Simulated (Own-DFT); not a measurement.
# Computed records: SiC (2H silicon carbide, strained, atoms displaced)

A calculation, not a measurement: plane-wave PBE density functional theory by an unreviewed code, no spin, of a simulated periodic cell, stress positive in tension, free energy of the whole cell less one offset for each atom, forces on such cells passed a denser k mesh, this cell's mesh not checked; offsets are fitted by least squares, one for each functional and potential file, so energies compare only between cells with the same atoms and settings and are not formation energies; the far tail of each file's local potential was reset to the Coulomb form; each entry is a single point on an unrelaxed cell, so the pressure reflects the starting lattice, mostly measured values (interpolated for alloys), from which strain is counted, and rises with the displacements; printed positions are rounded, which can move forces by about a meV/angstrom; the program, named Own-DFT, is a retired in-house code; no spin-orbit coupling. Program: Own-DFT development build.

Common to all runs: functional PBE; potential files PseudoDojo norm-conserving, scalar-relativistic, standard set; wave cutoff 42 hartree; occupations Fermi-Dirac; smearing width 0.1 eV; hardware one NVIDIA H100; k mesh 4 x 4 x 3 centred on Gamma.

(1) SiC (2H silicon carbide, strained, atoms displaced)

```xyz
72
Lattice="9.1359 0.1788 -0.0117 -4.4131 7.9868 -0.0006 -0.0127 -0.0081 10.0780" Properties=species:S:1:pos:R:3 SiC
Si     4.6481     8.1357    10.0499
Si     0.0236     1.7656     2.5142
C      0.0473     0.1030     1.8820
C      0.0607     1.7716     4.5177
Si     0.0609     0.0237     5.0694
Si     0.0127     1.7870     7.5879
C      4.7152     8.1413     6.8776
C     -0.0094     1.7718     9.4673
Si     7.6242     2.8271    10.0415
Si    -1.4460     4.4156     2.5214
C      7.6229     2.8180     1.9505
C     -1.4184     4.4438     4.4117
Si    -1.4775     2.6950     4.9631
Si    -1.3926     4.4856     7.5994
C     -1.4712     2.7135     6.9662
C     -1.4407     4.4821     9.4716
Si    -2.8628     5.3027     0.0369
Si    -3.0056     7.0566     2.6328
C     -2.9040     5.3790     1.8928
C     -2.8289     7.0422     4.3709
Si     6.2017     5.4466     5.0125
Si    -2.9773     7.0222     7.5488
C     -2.9113     5.2623     6.8247
C     -2.9925     7.1489     9.4713
Si    -1.3873     8.0065    10.0512
Si     3.1269     1.8587     2.4887
C     -1.3120     8.0449     1.9315
C      3.0855     1.9099     4.4681
Si    -1.4483     7.9634     5.0550
Si     3.1955     1.9256     7.4721
C      3.0232     0.0556     6.8988
C      3.0133     1.8766     9.4492
Si     1.4653     2.6845    10.0166
Si     1.5611     4.4809     2.5615
C      1.5747     2.7813     1.9024
C      1.5754     4.5378     4.3289
Si     1.6212     2.7038     5.0980
Si     1.6512     4.4935     7.5743
C      1.6096     2.7085     6.9426
C      1.6151     4.4829     9.4529
Si     0.0319     5.3690    10.0435
Si     0.1144     7.1998     2.4795
C      0.1396     5.3997     1.9273
C      0.1193     7.1652     4.4670
Si     0.0141     5.4301     4.9869
Si     0.1354     7.1248     7.5386
C      0.0591     5.4098     6.9814
C      0.1534     7.0851     9.4047
Si     1.6455     8.0552    -0.0011
Si     6.1418     1.8983     2.5029
C      1.7419     8.0889     1.8306
C      6.0477     1.8396     4.3732
Si     1.6769     8.0747     5.0238
Si     6.1557     1.8999     7.5870
C      6.0788     0.1700     6.8714
C      6.1504     1.8463     9.4513
Si     4.7223     2.7714     0.0491
Si     4.6840     4.6475     2.4682
C      4.6720     2.7206     1.8368
C      4.6424     4.6066     4.4274
Si     4.6631     2.6537     5.0924
Si     4.5503     4.4757     7.4940
C      4.5536     2.8882     6.9297
C      4.6340     4.5539     9.4491
Si     3.1042     5.4090     0.0398
Si     3.2352     7.2523     2.4544
C      3.1703     5.3680     1.9399
C      3.1940     7.1898     4.4913
Si     3.1286     5.3816     5.0283
Si     3.2378     7.2302     7.5515
C      3.0903     5.4513     6.9482
C      3.1873     7.2753     9.4831
```

- free energy of cell above offsets: -5.395 eV
- pressure: 6.19 GPa
- stress xx: -10.27 GPa
- stress yy: -2.1 GPa
- stress zz: -6.21 GPa
- stress yz: -1.31 GPa
- stress xz: -0.5 GPa
- stress xy: 8.52 GPa
- wall time: 362.1 s

Force:
| element | x (eV/Å) | y (eV/Å) | z (eV/Å) |
| --- | --- | --- | --- |
| Si | 1.071 | 1.228 | 0.977 |
| Si | 1.409 | 1.986 | 1.379 |
| C | -0.927 | -2.748 | 0.008 |
| C | 0.223 | 0.33 | -1.916 |
| Si | -1.372 | -1.529 | -0.791 |
| Si | 0.934 | -0.208 | -0.947 |
| C | 0.065 | 0.54 | 1.553 |
| C | -0.405 | -0.331 | -0.443 |
| Si | 0.101 | 0.05 | 1.032 |
| Si | 1.027 | 1.02 | 0.169 |
| C | 0.611 | 0.615 | -1.442 |
| C | -0.521 | -0.358 | -0.971 |
| Si | -0.35 | -1.316 | 1.945 |
| Si | -1.124 | -0.489 | -1.044 |
| C | -0.37 | -0.563 | -0.61 |
| C | 0.316 | -1.734 | -0.391 |
| Si | -3.38 | 1.703 | -0.79 |
| Si | 2.479 | 1.86 | -3.376 |
| C | -0.699 | -1.031 | 0.217 |
| C | -2.102 | 0.194 | 2.249 |
| Si | -0.863 | 0.28 | -0.438 |
| Si | 1.56 | 0.971 | 0.09 |
| C | -1.29 | 0.352 | 2.782 |
| C | 1.807 | -1.882 | -0.614 |
| Si | -0.348 | 1.263 | 0.202 |
| Si | -0.65 | 0.173 | 0.615 |
| C | -2.725 | 0.579 | -1.201 |
| C | 0.765 | -2.285 | -1.313 |
| Si | 2.086 | 2.167 | -0.192 |
| Si | -3.213 | -2.942 | 2.487 |
| C | -0.229 | -0.131 | 1.125 |
| C | 2.2 | -1.052 | -0.539 |
| Si | 1.995 | 0.894 | 1.591 |
| Si | 1.472 | 0.53 | -1.488 |
| C | -0.711 | -1.838 | -0.662 |
| C | -0.051 | -0.697 | 3.453 |
| Si | -1.651 | 1.531 | -0.959 |
| Si | -1.514 | 0.198 | -0.134 |
| C | -0.928 | 0.5 | 0.468 |
| C | -1.108 | 0.141 | -0.015 |
| Si | 2.312 | -0.279 | 1.447 |
| Si | 2.13 | -1.081 | 1.593 |
| C | -1.836 | -0.092 | -1.335 |
| C | 0.212 | 0.721 | -1.616 |
| Si | 2.024 | -1.087 | 1.361 |
| Si | 0.012 | 1.762 | -0.533 |
| C | 1.223 | -1.279 | -1.454 |
| C | -0.598 | 1.423 | 0.564 |
| Si | 0.201 | 0.394 | -0.571 |
| Si | -0.514 | -1.009 | 0.132 |
| C | -1.439 | 0.254 | 1.185 |
| C | 2.827 | 0.208 | -0.019 |
| Si | -0.211 | -0.294 | -0.056 |
| Si | -0.313 | 0.67 | -0.818 |
| C | 0.066 | -0.804 | 1.701 |
| C | -0.258 | 0.251 | -0.189 |
| Si | -2.81 | 0.23 | -2.002 |
| Si | 0.856 | -2.608 | 1.427 |
| C | -0.529 | 1.67 | 1.768 |
| C | 1.318 | -1.909 | -0.912 |
| Si | -1.916 | 3.013 | -1.104 |
| Si | 2.192 | 4.817 | 2.178 |
| C | 2.88 | -4.184 | -1.293 |
| C | 1.093 | -0.141 | -0.075 |
| Si | 0.985 | 0.184 | -0.222 |
| Si | -0.125 | -0.973 | 1.732 |
| C | -1.578 | 2.053 | -1.26 |
| C | 0.99 | 0.689 | -1.892 |
| Si | -0.841 | 1.147 | 0 |
| Si | -1.524 | 0.307 | -0.197 |
| C | 0.434 | 0.024 | -0.585 |
| C | -0.853 | -2.048 | -1.024 |

(2) SiC (2H silicon carbide, strained, atoms displaced)

```xyz
72
Lattice="9.3956 0.0776 0.0208 -4.6307 8.1045 -0.1446 0.0227 -0.1686 10.2283" Properties=species:S:1:pos:R:3 SiC
Si     0.0310     0.0016     0.0361
Si    -0.0009     1.7280     2.5501
C      4.7100     8.1292     1.7994
C      0.1711     1.6903     4.4330
Si     4.7810     8.0644     4.8917
Si     0.0539     1.7316     7.6634
C      4.7674     7.9927     6.8987
C      0.0646     1.7347     9.5919
Si     7.8226     2.5871    10.1703
Si    -1.4746     4.5322     2.4814
C     -1.4630     2.6942     1.9132
C     -1.5698     4.4136     4.4215
Si    -1.4150     2.6632     5.0276
Si    -1.4378     4.4024     7.5519
C      7.8484     2.6825     6.9795
C     -1.5374     4.4447     9.4526
Si    -2.9743     5.3660    -0.0603
Si    -3.1437     7.0975     2.4410
C      6.2762     5.5005     1.9229
C     -2.9950     7.1686     4.3089
Si     6.2931     5.3879     4.9268
Si    -2.9836     6.9892     7.5874
C      6.3026     5.3433     6.9538
C     -2.9352     7.0815     9.4440
Si     3.1320    -0.1392    10.2268
Si     3.0635     1.7989     2.4455
C     -1.4817     8.0812     1.8202
C      3.1749     1.7052     4.4164
Si    -1.4740     8.0375     4.8946
Si     3.1139     1.6646     7.6223
C      3.2577    -0.0815     7.1212
C      3.0719     1.5849     9.5493
Si     1.6221     2.4631    10.1344
Si     1.6014     4.5297     2.4337
C      1.5980     2.6551     1.9523
C      1.6090     4.4477     4.4776
Si     1.5400     2.5853     5.1152
Si     1.6122     4.3898     7.6508
C      1.5446     2.5556     6.9903
C      1.5930     4.3668     9.4928
Si     0.0451     5.4845     0.0015
Si     0.0866     7.2344     2.5101
C      0.1120     5.3906     1.8749
C      0.0460     7.1785     4.3474
Si     0.0118     5.3148     5.0959
Si     0.0908     7.1143     7.6858
C      0.0444     5.3038     6.9057
C      0.0211     7.0566     9.5406
Si     6.1896    -0.1171    10.2342
Si     6.3241     1.8197     2.5111
C      1.5756     7.9459     1.8147
C      6.3470     1.7909     4.4876
Si     1.6819     8.0624     4.9802
Si     6.3014     1.7272     7.6198
C      1.6158     8.0364     6.9078
C      6.2584     1.6975     9.5251
Si     4.6987     2.6321    10.1915
Si     4.7087     4.5225     2.5484
C      4.7145     2.7280     1.8878
C      4.6791     4.4264     4.4689
Si     4.6723     2.7252     5.0178
Si     4.7726     4.4697     7.5691
C      4.7637     2.6427     6.9537
C      4.7816     4.4002     9.5510
Si     3.1562     5.4325    -0.0355
Si     3.2066     7.2038     2.4580
C      3.1720     5.5073     1.8810
C      3.2100     7.1610     4.4504
Si     3.2175     5.4039     5.1325
Si     3.2089     7.2137     7.5347
C      3.2536     5.3678     6.9476
C      3.3059     7.1206     9.3881
```

* free energy of cell above offsets: -5.700 eV
* pressure: -4.73 GPa
* stress xx: 5.13 GPa
* stress yy: 5.62 GPa
* stress zz: 3.45 GPa
* stress yz: -4.95 GPa
* stress xz: 0.63 GPa
* stress xy: 3.25 GPa
* wall time: 371.6 s

Force:
| element | x (eV/Å) | y (eV/Å) | z (eV/Å) |
| --- | --- | --- | --- |
| Si | -0.089 | 0.023 | -1.626 |
| Si | 1.303 | 0.694 | -0.32 |
| C | 0.548 | -0.038 | 0.419 |
| C | -3.299 | -0.406 | -0.471 |
| Si | 0.649 | 0.373 | 2.611 |
| Si | -1.34 | -1.962 | -0.424 |
| C | 1.333 | 1.592 | -0.28 |
| C | -1.454 | -1.801 | -0.488 |
| Si | 0.893 | 0.994 | 0.378 |
| Si | -0.458 | -0.807 | 0.57 |
| C | -1.633 | -0.098 | -1.071 |
| C | 1.519 | 0.624 | -0.903 |
| Si | -1.734 | -1.646 | 0.558 |
| Si | -2.042 | -0.166 | 0.04 |
| C | 1.138 | -0.297 | 0.47 |
| C | 2.469 | -2.202 | 0.984 |
| Si | -3.357 | 1.817 | -0.036 |
| Si | 1.651 | 3.245 | -0.132 |
| C | 0.791 | -2.855 | -1.255 |
| C | -1.661 | -1.495 | 0.188 |
| Si | -0.32 | 0.241 | 2.29 |
| Si | -0.798 | 1.96 | -1.31 |
| C | 1.307 | -0.164 | -0.875 |
| C | -2.304 | -1.333 | 1.38 |
| Si | 0.393 | -0.084 | 1.447 |
| Si | 2.561 | -1.015 | 2.171 |
| C | -0.992 | -0.307 | -1.046 |
| C | -0.642 | 1.184 | 0.192 |
| Si | 0.621 | 0.829 | 1.925 |
| Si | 1.168 | 0.96 | 0 |
| C | -1.898 | -1.352 | -1.671 |
| C | 2.29 | 1.329 | -0.199 |
| Si | -0.654 | 2.428 | 1.847 |
| Si | 1.105 | -1.268 | 2.34 |
| C | -1.63 | 1.283 | -2.314 |
| C | -0.147 | 0.137 | -0.682 |
| Si | 3.124 | 1.419 | -0.71 |
| Si | 0.575 | 0.464 | -1.87 |
| C | 1.119 | 0.94 | 0.436 |
| C | 0.494 | -0.021 | 1.766 |
| Si | -0.174 | -1.4 | -1.316 |
| Si | -1.522 | -1.026 | -0.542 |
| C | -1.774 | 0.815 | -0.385 |
| C | 1.28 | -1.058 | 0.941 |
| Si | 0.82 | 0.886 | -2.126 |
| Si | 0.181 | -0.21 | -2.352 |
| C | 0.856 | 0.449 | 2.308 |
| C | 1.211 | 0.231 | -0.257 |
| Si | 2.124 | -0.414 | 0.201 |
| Si | -0.552 | -0.483 | 0.952 |
| C | 1.951 | 3.33 | -0.974 |
| C | -0.014 | 0.14 | -0.837 |
| Si | -1.446 | 0.757 | 0.434 |
| Si | -0.475 | 0.562 | -0.621 |
| C | 0.443 | -0.317 | 0.345 |
| C | -0.069 | -0.105 | 1.072 |
| Si | 0.084 | -0.744 | -0.389 |
| Si | -0.161 | -0.253 | -0.562 |
| C | -0.101 | -0.115 | -0.232 |
| C | 0.873 | 2.453 | -1.62 |
| Si | 1.054 | -3.033 | 1.287 |
| Si | -0.006 | -0.877 | 0.848 |
| C | -1.192 | 0.077 | 0.6 |
| C | -0.143 | 0.393 | -0.066 |
| Si | 0.779 | 1.001 | -1.46 |
| Si | -1.04 | 0.929 | 0.722 |
| C | 0.196 | -2.659 | -0.629 |
| C | 0.467 | 0.115 | -1.975 |
| Si | -1.419 | -1.117 | -1.275 |
| Si | 0.36 | -1.137 | -0.177 |
| C | -1.482 | -0.288 | 1.479 |
| C | -1.708 | -0.123 | 2.273 |

(3) SiC (2H silicon carbide, strained, atoms displaced)

```xyz
72
Lattice="9.0875 0.0012 0.0176 -4.5427 7.9970 -0.1017 0.0192 -0.1167 9.8716" Properties=species:S:1:pos:R:3 SiC
Si    -4.4937     7.8719     9.7058
Si     0.0391     1.7207     2.5211
C     -4.4778     7.9465     1.7124
C     -0.0194     1.6731     4.2873
Si    -4.5046     7.9303     4.8073
Si    -0.0454     1.7418     7.3169
C     -4.4205     7.8573     6.5795
C      0.0127     1.6071     9.2443
Si     7.5248     2.6292     0.0862
Si    -1.4764     4.3559     2.4074
C     -1.5063     2.6643     1.9258
C     -1.5902     4.4001     4.4183
Si     7.4648     2.6448     4.8892
Si    -1.5594     4.2784     7.4094
C     -1.5360     2.6531     6.7969
C     -1.5547     4.3448     9.2092
Si    -2.9998     5.2230     9.8001
Si    -2.9431     7.0513     2.4188
C      6.0220     5.2473     1.7991
C     -2.9248     7.1283     4.3264
Si     6.0554     5.1873     4.8949
Si    -2.9292     7.0247     7.3005
C      5.9867     5.2617     6.7452
C     -3.0112     6.9221     9.1611
Si    -1.5525     7.8701     9.6883
Si     3.0542     1.6684     2.3347
C     -1.4650     7.9269     1.6808
C      3.0278     1.7393     4.2641
Si     3.0697    -0.0198     4.9310
Si     3.0440     1.8010     7.3817
C      3.0711    -0.0493     6.7362
C      2.9941     1.6714     9.2387
Si     1.5384     2.4803     9.7791
Si     1.5110     4.4169     2.3618
C      1.5559     2.5774     1.8916
C      1.5077     4.4626     4.3410
Si     1.5177     2.7022     4.9240
Si     1.5911     4.3946     7.3361
C      1.4933     2.6152     6.7185
C      1.5627     4.3044     9.2885
Si     0.1032     5.3427    -0.0083
Si    -0.0023     7.0993     2.4240
C      0.0029     5.2740     1.7559
C      0.0100     7.0978     4.1564
Si    -0.0352     5.2643     4.9171
Si     0.0472     7.0419     7.3322
C     -0.0089     5.1716     6.7623
C      0.0542     6.9265     9.2267
Si     6.0656     0.0474     0.0589
Si     6.0675     1.7214     2.4210
C      6.1259     0.0069     1.9188
C      6.1263     1.7356     4.3076
Si     6.1153     0.0148     4.9555
Si     6.0019     1.6578     7.4299
C      1.5649     7.8335     6.6320
C      6.0257     1.6577     9.2384
Si     4.5566     2.5281     9.8281
Si     4.5576     4.4743     2.3640
C      4.5823     2.6760     1.8732
C      4.4845     4.4061     4.2137
Si     4.7170     2.6593     4.9567
Si     4.6704     4.4175     7.3837
C      4.5564     2.5178     6.8046
C      4.5822     4.3628     9.2237
Si     3.0857     5.2499     9.7916
Si     3.0912     7.1660     2.2899
C      2.9446     5.2839     1.7071
C      3.0174     7.0413     4.3182
Si     3.0069     5.3084     4.9383
Si     3.1354     6.9475     7.3430
C      3.0057     5.2558     6.6957
C      3.0954     6.9934     9.1032
```

* free energy of cell above offsets: -3.532 eV
* pressure: 14.92 GPa
* stress xx: -16.6 GPa
* stress yy: -7.48 GPa
* stress zz: -20.66 GPa
* stress yz: -3.2 GPa
* stress xz: 1.91 GPa
* stress xy: -0.27 GPa
* wall time: 332.6 s

Force:
| element | x (eV/Å) | y (eV/Å) | z (eV/Å) |
| --- | --- | --- | --- |
| Si | -0.019 | -0.347 | 0.639 |
| Si | 0.118 | -0.109 | -1.839 |
| C | 0.495 | 0.629 | 0.177 |
| C | -0.169 | 1.803 | 2.091 |
| Si | -0.268 | -0.147 | -0.688 |
| Si | 1.056 | -1.771 | 0.527 |
| C | -1.601 | 1.322 | 3.359 |
| C | -0.881 | 1.111 | -0.773 |
| Si | 1.007 | 1.143 | -1.684 |
| Si | -1.207 | 2.319 | 1.213 |
| C | 0.544 | -2.131 | -1.292 |
| C | 2.898 | -1.108 | -3.616 |
| Si | 4.292 | -0.357 | 1.615 |
| Si | 0.722 | 3.075 | -0.551 |
| C | -1.331 | -3.153 | -1.396 |
| C | 2.047 | -1.28 | 1.55 |
| Si | -0.176 | -0.487 | 0.686 |
| Si | -0.778 | -0.108 | 0.014 |
| C | 2.549 | 1.8 | 0.164 |
| C | -1.895 | -2.947 | -2.39 |
| Si | -2.756 | 3.782 | 0.177 |
| Si | -0.793 | 0.113 | -0.848 |
| C | 3.768 | 0.701 | -0.699 |
| C | 0.094 | 1.275 | -0.744 |
| Si | 1.741 | -0.678 | 0.796 |
| Si | 0.559 | 1.434 | 2.726 |
| C | -0.442 | -0.002 | 0.047 |
| C | 1.151 | 0.44 | 0.623 |
| Si | 0.954 | 1.508 | -0.523 |
| Si | -1.675 | -2.47 | -0.811 |
| C | 0.858 | 0.28 | 2.57 |
| C | 2.006 | -1.031 | -0.707 |
| Si | -1.603 | 1.962 | 2.4 |
| Si | 0.118 | -1.072 | 1.774 |
| C | -1.025 | 1.023 | -1.963 |
| C | -0.653 | -0.82 | -1.96 |
| Si | 0.333 | -1.772 | -2.058 |
| Si | -2.29 | -1.083 | 1.231 |
| C | 0.59 | 0.283 | 1.822 |
| C | 0.6 | -0.409 | -2.137 |
| Si | -2.399 | -1.027 | -2.057 |
| Si | 0.892 | -0.907 | -2.534 |
| C | -0.342 | 0.714 | 2.377 |
| C | 0.453 | -0.626 | 3.353 |
| Si | 0.386 | 1.238 | -0.101 |
| Si | -0.363 | -1.359 | -0.473 |
| C | -0.306 | 1.589 | 0.553 |
| C | -0.122 | 2.12 | -0.844 |
| Si | -0.005 | -1.342 | -1.221 |
| Si | -0.23 | 1.636 | 1.331 |
| C | -1.366 | -0.411 | -1.301 |
| C | -1.833 | -0.959 | -0.809 |
| Si | -0.923 | -1.64 | -1.198 |
| Si | 2.183 | -0.981 | -1.196 |
| C | 0.302 | 1.45 | 2.608 |
| C | 0.91 | -0.557 | 1.194 |
| Si | -0.679 | 1.411 | 1.105 |
| Si | -2.415 | -1.378 | 0.813 |
| C | -0.442 | -0.942 | -1.678 |
| C | 1.2 | 0.067 | 1.501 |
| Si | -4.388 | -0.643 | -1.607 |
| Si | -4.286 | -2.336 | 0.407 |
| C | 0.925 | 2.881 | -0.515 |
| C | -0.16 | -1.126 | -0.159 |
| Si | -0.67 | -0.575 | -0.596 |
| Si | -0.249 | -2.941 | 2.643 |
| C | 2.337 | 1.776 | 1.721 |
| C | 1.243 | 0.631 | -2.455 |
| Si | 0.456 | -0.066 | -2.407 |
| Si | -0.492 | 1.968 | -2.792 |
| C | 2.412 | -0.717 | 2.21 |
| C | -0.964 | 0.333 | 2.608 |

(4) SiC (2H silicon carbide, strained, atoms displaced)

```xyz
72
Lattice="9.2427 0.0722 0.0803 -4.5588 7.9238 -0.0439 0.0874 -0.0047 10.1811" Properties=species:S:1:pos:R:3 SiC
Si    -0.0147     0.0694     0.0146
Si     0.0547     1.8001     2.5255
C      0.0968     0.0140     1.8165
C      0.1795     1.7177     4.4450
Si     0.0612     0.1135     5.1453
Si     0.1352     1.7480     7.7230
C     -4.4628     7.8987     7.0233
C      0.0651     1.7659     9.5654
Si     7.7914     2.6880    10.2113
Si    -1.4884     4.4592     2.4429
C     -1.5029     2.6509     1.8912
C     -1.4842     4.3868     4.4176
Si    -1.4099     2.6267     4.9868
Si    -1.3786     4.4034     7.6614
C     -1.4317     2.6534     7.0033
C     -1.5501     4.4339     9.5064
Si    -2.9057     5.3330    10.0676
Si    -2.9602     7.0405     2.5350
C     -2.9947     5.3841     1.8562
C     -3.0251     7.0212     4.4120
Si     6.2318     5.3442     5.1323
Si    -3.0027     7.1599     7.5050
C     -2.9520     5.3048     7.0144
C     -3.0305     7.0563     9.5043
Si    -1.5392     7.9001     0.0258
Si     3.0613     1.8038     2.5848
C      3.1472     0.1500     1.9110
C      3.0864     1.8256     4.4483
Si    -1.4261     7.8886     5.1409
Si     3.1656     1.7343     7.6731
C      3.1654     0.0286     7.0010
C      3.1127     1.6642     9.5819
Si     1.5300     2.6462     0.0332
Si     1.6428     4.4322     2.5435
C      1.6130     2.6229     1.9880
C      1.5835     4.4432     4.5245
Si     1.5256     2.7499     5.1167
Si     1.6266     4.3536     7.5642
C      1.5999     2.7173     7.1063
C      1.7406     4.4160     9.5494
Si     0.0046     5.3111     0.0201
Si     0.0330     7.0703     2.5881
C      0.0779     5.2828     1.9122
C      0.0249     7.2902     4.4551
Si     0.0431     5.3212     5.0847
Si     0.0980     7.0663     7.6708
C      0.0903     5.2950     7.0305
C      0.0925     7.0644     9.5548
Si     1.6652     7.9555     0.0743
Si     6.0963     1.7462     2.5969
C      6.2073     0.0627     1.9618
C      6.2195     1.9441     4.5568
Si     1.5875     7.9410     5.0536
Si     6.1866     1.8610     7.6172
C      6.2253     0.1241     6.9891
C      6.2048     1.9325     9.6418
Si     4.5690     2.7089     0.0506
Si     4.7353     4.4731     2.6082
C      4.7259     2.6933     2.0119
C      4.6786     4.4156     4.4291
Si     4.7894     2.6417     5.0231
Si     4.7353     4.3988     7.6820
C      4.7145     2.6666     7.0396
C      4.6664     4.4526     9.6035
Si     3.0644     5.3745     0.0767
Si     3.0749     7.1253     2.4644
C      3.1354     5.4168     1.9193
C      3.1558     7.1654     4.5275
Si     3.2152     5.3006     5.1196
Si     3.1857     7.0806     7.5948
C      3.1623     5.3133     6.9921
C      3.2591     7.0514     9.6229
```

- free energy of cell above offsets: -4.988 eV
- pressure: 4.82 GPa
- stress xx: -5.56 GPa
- stress yy: -8.77 GPa
- stress zz: -0.14 GPa
- stress yz: -0.86 GPa
- stress xz: 2.79 GPa
- stress xy: 5.92 GPa
- wall time: 359.7 s

Force:
| element | x (eV/Å) | y (eV/Å) | z (eV/Å) |
| --- | --- | --- | --- |
| Si | 0.047 | -1.959 | -0.549 |
| Si | -0.383 | -1.195 | -0.04 |
| C | -1.404 | 0.301 | 2.562 |
| C | -2.134 | 2.346 | -0.764 |
| Si | -0.512 | -3.425 | -0.264 |
| Si | -1.704 | 0.718 | -1.234 |
| C | -2.637 | 2.222 | -1.887 |
| C | 0.493 | 0.805 | -0.052 |
| Si | -1.151 | 1.248 | 0.994 |
| Si | -0.327 | -1.206 | 1.296 |
| C | -0.372 | -0.299 | -0.031 |
| C | 0.767 | 1.036 | -0.687 |
| Si | -0.268 | 0.227 | 1.788 |
| Si | -1.799 | 0.099 | -1.019 |
| C | 0.337 | -0.656 | -0.589 |
| C | 4.352 | -1.519 | 0.299 |
| Si | -4.115 | 0.088 | 1.608 |
| Si | -0.471 | 2.1 | -0.457 |
| C | -0.021 | -1.909 | -0.673 |
| C | 0.72 | 0.576 | 0.913 |
| Si | -0.316 | -0.484 | 0.689 |
| Si | 2.836 | -3.625 | 2.819 |
| C | -0.394 | -0.208 | -0.953 |
| C | 1.485 | 0.926 | -1.006 |
| Si | 0.049 | -0.064 | -0.797 |
| Si | 2.336 | 0.622 | 1.014 |
| C | -0.544 | -3.206 | 0.749 |
| C | 0.582 | -0.449 | 1.617 |
| Si | -3.357 | 3.069 | -1.262 |
| Si | 0.181 | 1.58 | 0.11 |
| C | -0.618 | -0.4 | 0.75 |
| C | 0.545 | 2.04 | -0.183 |
| Si | 0.778 | 0.23 | 0.006 |
| Si | -0.36 | 0.001 | 0.754 |
| C | -1.263 | 2.051 | -1.883 |
| C | 0.425 | 1.637 | -1.468 |
| Si | 2.409 | -1.811 | 0.735 |
| Si | 0.738 | 4.163 | 2.567 |
| C | 0.477 | -4.103 | -2.274 |
| C | -2.459 | -0.113 | 0.042 |
| Si | 0.63 | -0.566 | -1.155 |
| Si | 0.377 | 0.851 | -1.239 |
| C | 0.059 | 0.822 | 0.231 |
| C | 2.112 | -4.487 | -1.322 |
| Si | -0.214 | 0.507 | 0.315 |
| Si | 1.066 | 0.25 | -0.287 |
| C | 0.579 | 0.542 | -0.822 |
| C | 1.038 | 0.086 | 0.496 |
| Si | -1.77 | 1.179 | -2.179 |
| Si | 3.064 | 1.988 | 0.862 |
| C | -2.386 | -0.579 | 0.248 |
| C | 3.764 | -4.429 | -2.664 |
| Si | 1.435 | 2.249 | 1.244 |
| Si | 2.136 | -0.387 | 1.814 |
| C | -0.573 | -1.79 | 1.056 |
| C | 0.763 | -2.731 | -1.199 |
| Si | -0.002 | -0.29 | 0.53 |
| Si | -0.394 | 0.605 | -1.533 |
| C | -2.946 | 0.8 | -1.447 |
| C | 0.814 | 0.769 | 1.363 |
| Si | -5.801 | 2.133 | 2.536 |
| Si | -0.349 | 1.474 | 0.315 |
| C | -1.57 | 0.426 | -1.247 |
| C | 0.761 | 0.424 | 0.053 |
| Si | 1.389 | -1.414 | -1.142 |
| Si | 3.737 | 0.596 | 2.74 |
| C | 0.156 | -2.32 | 0.888 |
| C | 0.693 | -0.925 | -1.385 |
| Si | -1.036 | 1.025 | -0.305 |
| Si | -0.308 | 0.191 | 1.237 |
| C | 0.601 | -0.491 | 0.268 |
| C | -0.775 | 2.039 | -1.505 |
